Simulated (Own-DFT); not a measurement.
## Calculated data, Hf36O71 (tetragonal hafnia with one neutral oxygen vacancy, atoms displaced)

All values are calculated (Own-DFT development build). A calculation, not a measurement: plane-wave PBE and HSE06 DFT by an unreviewed code, no spin, of a simulated cell at Gamma alone, so results move with cell size and shape, stress positive in tension, energies less offsets, not probed for a lower state with spin; hafnium file: forces about 75 meV/angstrom off all-electron values; oxygen file: force components 24 meV/angstrom off all-electron in a glass; k mesh not checked against a denser one; forces and stress are PBE's, HSE06 gives the energy alone, and its difference from PBE has offsets of its own; offsets are fitted by least squares, one for each functional and potential file, so energies compare only between cells with the same atoms and settings and are not formation energies; the far tail of each file's local potential was reset to the Coulomb form; each entry is a single point on an unrelaxed cell, so the pressure reflects the starting lattice, taken from the Materials Project, from which strain is counted, and rises with the displacements; printed positions are rounded, which can move forces by about a meV/angstrom; the program is a retired in-house code; no spin-orbit coupling.

Common to all runs: first functional PBE; second functional HSE06; exact exchange share 0.25; screening 0.11 1/bohr; exchange divergence Gygi-Baldereschi; potential files PseudoDojo norm-conserving, scalar-relativistic, made for PBE, standard set; wave cutoff 48 hartree; occupations fixed; k mesh 1 x 1 x 1 centred on Gamma.

(1) Hf36O71 (tetragonal hafnia with one neutral oxygen vacancy, atoms displaced)

```
cell vectors (Å)
  10.7800     0.0000     0.0000
   0.0000    10.7800     0.0000
   0.0000     0.0000    10.4493
atoms (fractions of the cell vectors)
Hf  0.99719  0.00613  0.00845
Hf  0.15798  0.16951  0.25465
O   0.99737  0.15227  0.16195
O   0.17805  0.00020  0.33887
O   0.99992  0.15518  0.38938
O   0.16132  0.01200  0.11317
Hf  0.00648  0.99135  0.49401
Hf  0.17578  0.15801  0.73970
O   0.00132  0.17365  0.65590
O   0.16276  0.00352  0.85506
O   0.99244  0.17244  0.88989
O   0.17039  0.01090  0.59481
Hf  0.00699  0.33647  0.99845
Hf  0.16458  0.49583  0.25090
O   0.00103  0.49293  0.14921
O   0.15032  0.34288  0.35108
O   0.16038  0.32440  0.10094
Hf  0.99825  0.31410  0.49494
Hf  0.16402  0.49188  0.74244
O   0.00881  0.50173  0.64746
O   0.16855  0.33704  0.84311
O   0.00455  0.50724  0.89986
O   0.17122  0.31899  0.60957
Hf  0.99933  0.67917  0.01952
Hf  0.15853  0.83410  0.24212
O   0.00083  0.83810  0.14049
O   0.16455  0.67227  0.35711
O   0.99976  0.84372  0.40142
O   0.16473  0.65568  0.08108
Hf  0.99564  0.66365  0.50196
Hf  0.16200  0.83090  0.74913
O   0.00966  0.82840  0.65484
O   0.16552  0.65572  0.83318
O   0.99155  0.82438  0.90914
O   0.17508  0.66579  0.60736
Hf  0.33429  0.98188  0.99832
Hf  0.49813  0.16688  0.23798
O   0.34431  0.16132  0.15540
O   0.49420  0.00563  0.34823
O   0.31473  0.16894  0.39707
O   0.49780  0.01189  0.10547
Hf  0.33076  0.00381  0.49656
Hf  0.49959  0.17057  0.75166
O   0.33913  0.17098  0.65267
O   0.49828  0.99697  0.85236
O   0.33446  0.15865  0.89630
O   0.50322  0.00160  0.59893
Hf  0.32785  0.33463  0.99524
Hf  0.51086  0.50528  0.24480
O   0.32308  0.50378  0.15184
O   0.48579  0.34074  0.34509
O   0.33827  0.50515  0.40919
O   0.49686  0.32969  0.09418
Hf  0.34119  0.32766  0.49356
Hf  0.49704  0.49224  0.75164
O   0.32482  0.50632  0.65773
O   0.50035  0.31547  0.84242
O   0.33706  0.50474  0.90956
O   0.50574  0.33635  0.60382
Hf  0.33145  0.66580  0.01086
Hf  0.49962  0.81955  0.24690
O   0.32288  0.83022  0.15257
O   0.49234  0.65784  0.35807
O   0.32851  0.82618  0.41308
O   0.51290  0.66831  0.09227
Hf  0.33589  0.65942  0.49424
Hf  0.49746  0.83408  0.75023
O   0.32733  0.83686  0.65526
O   0.49911  0.67475  0.84669
O   0.31782  0.83801  0.90627
O   0.51042  0.66394  0.57255
Hf  0.66415  0.99927  0.99554
Hf  0.83368  0.16429  0.26735
O   0.67705  0.16941  0.14202
O   0.83017  0.97763  0.35394
O   0.66498  0.17435  0.41360
O   0.84368  0.99014  0.09903
Hf  0.66123  0.99414  0.50515
Hf  0.82684  0.18049  0.75249
O   0.65176  0.17674  0.65809
O   0.82439  0.00113  0.84785
O   0.67480  0.16565  0.91536
O   0.82381  0.99194  0.60622
Hf  0.66163  0.33276  0.98467
Hf  0.83229  0.51527  0.25060
O   0.66995  0.50088  0.14011
O   0.84311  0.33314  0.34998
O   0.65480  0.49790  0.40771
O   0.83250  0.33332  0.08416
Hf  0.66083  0.32899  0.49291
Hf  0.81839  0.50787  0.75077
O   0.66284  0.49617  0.66503
O   0.83308  0.33222  0.85680
O   0.65787  0.48180  0.89535
O   0.83333  0.34003  0.60398
Hf  0.67895  0.65750  0.01502
Hf  0.82957  0.82419  0.24472
O   0.66438  0.83483  0.15184
O   0.82808  0.67142  0.34631
O   0.66765  0.83494  0.39922
O   0.82049  0.67639  0.09808
Hf  0.66403  0.66133  0.51570
Hf  0.84613  0.84047  0.75696
O   0.65926  0.82776  0.65806
O   0.84186  0.66112  0.86188
O   0.66448  0.83437  0.88601
O   0.82825  0.66954  0.59037
```

The calculation gives: PBE energy of cell above offsets -85.684 eV; HSE06 less PBE above offsets 0.638 eV; PBE pressure 5.91 GPa; PBE stress xx -7.65 GPa; PBE stress yy -4.62 GPa; PBE stress zz -5.47 GPa; PBE stress yz -1.83 GPa; PBE stress xz -0.47 GPa; PBE stress xy -0.3 GPa.

Force:
```tsv
element	x (eV/Å)	y (eV/Å)	z (eV/Å)
Hf	1.382	1.532	-2.081
Hf	2.242	-0.847	-1.769
O	-1.415	0.934	-0.831
O	-0.711	-1.226	1.572
O	0.076	-0.061	1.644
O	0.869	-1.239	-1.801
Hf	-1.504	1.684	2.077
Hf	-1.264	1.545	2.147
O	-1.309	-0.398	-1.66
O	-0.439	-1.223	-0.482
O	0.262	-0.798	1.996
O	-1.008	-0.206	-0.018
Hf	-2.863	0.776	-2.291
Hf	-0.571	1.463	0.586
O	-1.079	1.441	1.568
O	-0.188	-0.764	0.656
O	1.975	-0.049	0.746
Hf	0.326	2.399	2.751
Hf	-1.13	1.483	1.003
O	-2.887	0.511	-1.631
O	0.721	-1.9	1.922
O	-0.257	-1.216	1.429
O	-0.019	0.555	-2.933
Hf	-0.898	-3.227	-4.854
Hf	1.067	1.121	2.544
O	0.04	-1.601	1.614
O	-1.013	-1.133	-1.899
O	0.651	-3.469	-1.194
O	0.195	0.813	2.604
Hf	2.662	-1.197	0.757
Hf	3.004	-1.971	1.636
O	-2.389	0.856	-1.458
O	0.531	2.647	1.758
O	0.345	2.296	-1.258
O	-1.707	0.583	-2.514
Hf	-0.435	5.895	1.531
Hf	1.737	-0.415	0.233
O	-3.604	1.144	-0.588
O	0.014	-0.854	-0.014
O	0.453	0.726	0.869
O	0.7	-2.011	-1.339
Hf	1.796	-1.659	-0.465
Hf	-1.76	-4.835	-0.654
O	0.766	-0.323	-1.687
O	0.058	0.044	0.406
O	-0.568	0.778	1.008
O	-1.364	-0.255	-0.129
Hf	-0.167	-1.721	-0.016
Hf	-1.979	-1.368	0.885
O	2.056	0.207	0.391
O	0.763	-0.961	-0.019
O	-1.22	-3.335	-1.622
O	0.062	1.03	-0.247
Hf	-0.877	1.075	1.671
Hf	-1.783	1.042	0.714
O	3.712	-0.714	-0.701
O	-0.388	5.225	2.355
O	1.098	-1.107	-0.034
O	-1.692	0.705	-1.111
Hf	0.991	-0.583	-3.175
Hf	0.044	2.159	2.189
O	1.672	-0.628	-0.216
O	0.841	1.365	-3.883
O	0.661	1.751	-1.364
O	-2.706	0.17	2.169
Hf	-1.848	1.911	2.882
Hf	0.464	0.466	0.06
O	0.881	0.535	0.293
O	-0.62	-1.918	-0.591
O	0.287	-3.808	-0.858
O	-5.888	-0.209	5.023
Hf	0.528	-0.725	0.288
Hf	-1.123	-1.026	-3.186
O	-0.481	-0.664	2.72
O	0.033	3.415	-0.337
O	0.736	-2.851	-2.005
O	-2.938	-0.303	0.366
Hf	0.469	-0.825	-0.429
Hf	1.289	-1.12	0.143
O	3.518	-0.166	-0.738
O	0.798	0.36	0.143
O	-0.434	-0.851	-2.669
O	1.616	0.195	-0.787
Hf	1.788	-2.954	4.369
Hf	1.679	-4.049	0.065
O	-0.011	0.256	1.223
O	-0.096	0.738	-0.063
O	0.945	0.15	-1.661
O	0.519	0.49	1.231
Hf	0.998	1.921	2.895
Hf	4.494	-1.53	1.518
O	-0.917	1.074	-2.092
O	-0.703	1.78	-1.898
O	-0.069	4.924	-1.176
O	-0.622	-0.695	-1.033
Hf	-5.228	0.758	-7.509
Hf	-0.806	3.932	0.735
O	-0.336	-0.248	-0.336
O	0.784	-0.827	0.41
O	-1.31	-1.54	0.12
O	6.358	-0.121	4.399
Hf	2.98	1.694	-4.143
Hf	-2.72	-0.053	0.441
O	1.201	-0.18	-1.388
O	-1.754	0.251	-0.933
O	0.746	-0.426	2.741
O	2.215	-0.417	2.275
```

(2) Hf36O71 (tetragonal hafnia with one neutral oxygen vacancy, atoms displaced)

```
cell vectors (Å)
  10.7800     0.0000     0.0000
   0.0000    10.7800     0.0000
   0.0000     0.0000    10.4493
atoms (fractions of the cell vectors)
Hf  0.00821  0.00055  0.00138
Hf  0.15739  0.15616  0.25358
O   0.99310  0.18288  0.15760
O   0.16335  0.99190  0.35250
O   0.99929  0.16510  0.41120
O   0.16774  0.01170  0.10290
Hf  0.99646  0.00600  0.49578
Hf  0.16251  0.17333  0.75871
O   0.99857  0.16889  0.64621
O   0.17869  0.99855  0.85412
O   0.00224  0.16229  0.91314
O   0.15855  0.98309  0.59015
Hf  0.99513  0.34421  0.98067
Hf  0.16502  0.49617  0.23894
O   0.99484  0.49900  0.14931
O   0.16154  0.32563  0.34466
O   0.99244  0.49590  0.41702
O   0.16284  0.34131  0.08631
Hf  0.00383  0.33960  0.48512
Hf  0.16424  0.49581  0.76263
O   0.99200  0.51067  0.67076
O   0.16789  0.32639  0.84120
O   0.98927  0.49951  0.89281
O   0.15842  0.33674  0.60617
Hf  0.98875  0.66563  0.00139
Hf  0.16301  0.82239  0.24293
O   0.00553  0.81992  0.14319
O   0.16908  0.65962  0.35348
O   0.00643  0.83013  0.40688
O   0.16237  0.66160  0.09398
Hf  0.99464  0.66575  0.50389
Hf  0.16718  0.82968  0.75480
O   0.00564  0.84211  0.64359
O   0.16199  0.67099  0.83967
O   0.99833  0.83099  0.90797
O   0.17465  0.67662  0.60708
Hf  0.33781  0.99141  0.99167
Hf  0.48724  0.16836  0.24960
O   0.33583  0.15933  0.14830
O   0.51293  0.00792  0.32780
O   0.33156  0.16120  0.40438
O   0.49795  0.00405  0.09954
Hf  0.33096  0.01210  0.50678
Hf  0.49699  0.17055  0.76146
O   0.32863  0.16697  0.65059
O   0.49264  0.98981  0.83964
O   0.33115  0.18094  0.90240
O   0.51346  0.00135  0.59471
Hf  0.32497  0.33326  0.00242
Hf  0.51181  0.49194  0.24051
O   0.34619  0.49527  0.13218
O   0.50704  0.33217  0.37103
O   0.32587  0.51342  0.41491
O   0.50795  0.31915  0.10368
Hf  0.33608  0.31158  0.50980
Hf  0.49174  0.49294  0.75035
O   0.33017  0.49938  0.65856
O   0.50133  0.32805  0.83950
O   0.34377  0.49815  0.90263
O   0.49547  0.34127  0.59986
Hf  0.33442  0.65019  0.02035
Hf  0.50821  0.82607  0.25818
O   0.32327  0.83954  0.14932
O   0.50814  0.66317  0.35413
O   0.33939  0.84111  0.39870
O   0.50832  0.68006  0.09963
Hf  0.33541  0.67461  0.48962
Hf  0.49627  0.83746  0.75304
O   0.33642  0.82796  0.64519
O   0.50413  0.66589  0.85205
O   0.33382  0.82916  0.89966
O   0.49944  0.66070  0.60807
Hf  0.67550  0.00418  0.99464
Hf  0.83112  0.17205  0.25161
O   0.66948  0.15840  0.13922
O   0.84722  0.99229  0.34552
O   0.67319  0.16214  0.39943
O   0.83704  0.00224  0.10604
Hf  0.65750  0.00767  0.52003
Hf  0.82454  0.16126  0.74207
O   0.66361  0.17377  0.64931
O   0.83825  0.99981  0.84421
O   0.66321  0.16603  0.88841
O   0.83900  0.00132  0.60020
Hf  0.65636  0.31779  0.99308
Hf  0.84270  0.49757  0.25137
O   0.67558  0.48586  0.14577
O   0.83603  0.32758  0.34533
O   0.66138  0.49700  0.39774
O   0.82014  0.32309  0.10439
Hf  0.66391  0.33258  0.49935
Hf  0.82337  0.49375  0.74535
O   0.65499  0.50251  0.65253
O   0.83037  0.32541  0.83782
O   0.67424  0.49806  0.89915
O   0.82728  0.32584  0.59659
Hf  0.67282  0.65929  0.99649
Hf  0.82427  0.82702  0.25731
O   0.66248  0.83850  0.14732
O   0.83396  0.66647  0.35137
O   0.67322  0.82413  0.39706
O   0.83746  0.66660  0.08491
Hf  0.67770  0.66363  0.49418
Hf  0.82942  0.82441  0.73735
O   0.65925  0.82433  0.64359
O   0.66468  0.82960  0.89916
O   0.82591  0.67030  0.59212
```

The calculation gives: PBE energy of cell above offsets -87.853 eV; HSE06 less PBE above offsets 0.638 eV; PBE pressure 4.72 GPa; PBE stress xx -3.17 GPa; PBE stress yy -6.64 GPa; PBE stress zz -4.33 GPa; PBE stress yz 0.24 GPa; PBE stress xz 0.06 GPa; PBE stress xy 0.12 GPa.

Force:
```tsv
element	x (eV/Å)	y (eV/Å)	z (eV/Å)
Hf	-1.43	-1.11	0.739
Hf	-0.383	-1.411	-1.008
O	1.925	-0.54	0.395
O	0.183	1.217	-1.061
O	0.504	1.624	-2.301
O	-0.555	-0.152	-0.314
Hf	0.247	-2.639	0.685
Hf	-1.814	-3.803	-2.436
O	0.479	-0.299	1.904
O	-0.61	1.007	-0.488
O	0.659	1.613	-1.441
O	2.806	1.8	0.615
Hf	-1.974	-3.673	3.064
Hf	1.476	0.37	1.828
O	1.069	-0.233	0.037
O	0.209	1.591	-0.429
O	-0.251	3.415	-3.254
O	-0.339	0.803	0.51
Hf	-0.296	-4.933	4.401
Hf	0.885	2.917	-3.824
O	0.901	0.075	-1.913
O	-0.544	2.839	3.012
O	0.38	0.867	1.009
O	0.84	-0.167	-1.085
Hf	3.248	1.778	-2.648
Hf	-0.137	1.132	2.002
O	-1.011	0.381	1.023
O	-1.005	-0.103	-2.034
O	-0.533	-1.206	-0.757
O	0.718	-1.514	1.036
Hf	3.26	2.375	1.334
Hf	0.548	0.374	-2.447
O	-2.441	-1.743	1.873
O	-0.031	-2.691	2.218
O	-0.225	0.228	-0.972
O	-1.66	-0.844	-1.635
Hf	-0.18	-0.129	1.768
Hf	2.796	-0.668	-0.817
O	-2.158	1.633	0.604
O	-0.188	-1.617	2.423
O	0.202	0.75	-1.605
O	0.34	-0.154	-2.365
Hf	-1.938	-5.417	0.412
Hf	0.074	-1.719	-1.756
O	0.551	-0.474	0.076
O	-0.148	4.612	1.756
O	0.795	-2.361	-0.933
O	-7.557	0.361	2.939
Hf	1.458	-0.238	0.236
Hf	0.889	0.629	2.587
O	-0.912	-0.38	3.006
O	-1.758	-0.182	-2.908
O	0.094	-4.415	-2.333
O	-2.081	1.246	0.004
Hf	-0.971	5.37	0.374
Hf	-0.161	4.224	-1.44
O	-1.064	-0.954	0.879
O	0.515	0.864	2.449
O	-1.301	-0.782	0.104
O	0.218	-1.421	0.725
Hf	1.653	3.589	-3.456
Hf	-1.029	1.437	-0.967
O	1.152	-0.949	-0.225
O	-0.518	-0.684	-1.404
O	0.633	0.52	-0.279
O	-1.075	-1.451	0.98
Hf	0.562	0.725	3.557
Hf	-0.424	-6.175	-1.54
O	0.399	1.869	1.085
O	-0.1	-0.608	0.346
O	0.013	-0.754	0.439
O	-0.073	0.118	-1.768
Hf	0.234	-1.706	2.419
Hf	-1.178	-2.983	-1.365
O	-0.806	0.233	0.334
O	-0.147	0.297	-0.078
O	0.162	0.673	0.795
O	0.464	-0.536	-1.716
Hf	7.352	-0.545	-5.784
Hf	2.586	-0.212	-0.583
O	-1.525	-0.758	-0.14
O	-0.971	-0.413	0.196
O	-0.574	-1.42	-0.373
O	-2.476	0.095	0.409
Hf	2.755	1.786	1.517
Hf	-2.757	-1.44	0.271
O	-0.942	1.634	0.797
O	0.407	2.826	0.949
O	1.185	-0.119	-0.462
O	1.512	1.019	-1.994
Hf	-0.009	-0.194	0.085
Hf	-0.954	0.256	0.331
O	2.187	-0.78	-0.579
O	0.656	0.359	1.234
O	0.207	-1	0.427
O	1.04	1.15	-0.712
Hf	-2.086	1.323	-1.814
Hf	0.728	3.362	-1.12
O	1.676	-0.307	0.566
O	0.552	-1.936	-0.557
O	-0.375	1.718	-0.204
O	-2.8	-0.348	2.412
Hf	-5.462	-0.433	0.668
Hf	0.651	0.991	1.041
O	1.274	1.186	0.497
O	1.153	0.493	0.02
O	2.475	-0.03	1.923
```
